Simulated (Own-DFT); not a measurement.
# What a defect does to the pressure of its cell: B20 RuSi

Source: density functional calculations with Own-DFT, an unreviewed in-house program that is no longer used. Nothing was measured or relaxed, and spin and spin-orbit coupling are left out.

Settings: PBE; PseudoDojo norm-conserving scalar-relativistic files; cutoff 50 hartree; 5 x 4 x 5 k mesh centred on Gamma; cold (Marzari-Vanderbilt) smearing of 0.2 eV.

Limits (not all hold for every row): not probed for a lower state with spin; forces on such cells failed a check on a denser k mesh; stress not checked against mesh or cutoff.

All runs share one cell, with vectors in Å (4.709, 0.000, 4.709); (0.000, 9.417, 0.000); (-4.709, 0.000, 4.709) and a volume of 417.6 Å³. Atoms were moved at random from their sites; u is the rms move along one axis. The defect's site can differ from row to row.

| cell | formula | u (Å) | P (GPa) |
|---|---|---|---|
| no defect | Ru16Si16 | 0.0189 | 4.99 |
| no defect | Ru16Si16 | 0.0454 | 6.06 |
| no defect | Ru16Si16 | 0.0572 | 6.46 |
| one Si vacancy | Ru16Si15 | 0.0289 | 2.60 |
| one Si vacancy | Ru16Si15 | 0.0291 | 2.81 |
| one Si vacancy | Ru16Si15 | 0.0563 | 3.81 |
| one Ru on a Si site | Ru17Si15 | 0.0282 | 8.80 |
| one Ru on a Si site | Ru17Si15 | 0.0421 | 8.98 |
| one Ru on a Si site | Ru17Si15 | 0.0479 | 9.90 |
| one Si on a Ru site | Ru15Si17 | 0.0258 | 5.80 |
| one Si on a Ru site | Ru15Si17 | 0.0298 | 6.06 |
| one Si on a Ru site | Ru15Si17 | 0.0488 | 7.14 |
| one Si on a Ru site | Ru15Si17 | 0.0521 | ? |
| one Ru vacancy | Ru15Si16 | 0.0323 | 3.03 |
| one Ru vacancy | Ru15Si16 | 0.0419 | 3.93 |
| one Ru vacancy | Ru15Si16 | 0.0477 | 4.00 |

## Analysis

P = P0 + c u² + a shift for each defect gives P0 = 4.75 GPa, c = 574 ± 67 GPa/Å² and a scatter of 0.23 GPa. The shifts, and each times the cell's volume:

- one Ru on a Si site: 3.55 ± 0.19 GPa, 9.3 eV
- one Si on a Ru site: 0.83 ± 0.19 GPa, 2.2 eV
- one Ru vacancy: -2.06 ± 0.19 GPa, -5.4 eV
- one Si vacancy: -2.60 ± 0.19 GPa, -6.8 eV

Against the defect-free cell, a freed cell would be larger where the shift is positive and smaller where it is negative (160.2 GPa Å³ is 1 eV). The atoms around the defects weren't relaxed, which would change these numbers.

## The run left out

The question: what pressure belongs in the blank (one Si on a Ru site, u = 0.0521 Å)?

The fit gives 7.14 ± 0.28 GPa. Computed: 7.65 GPa.
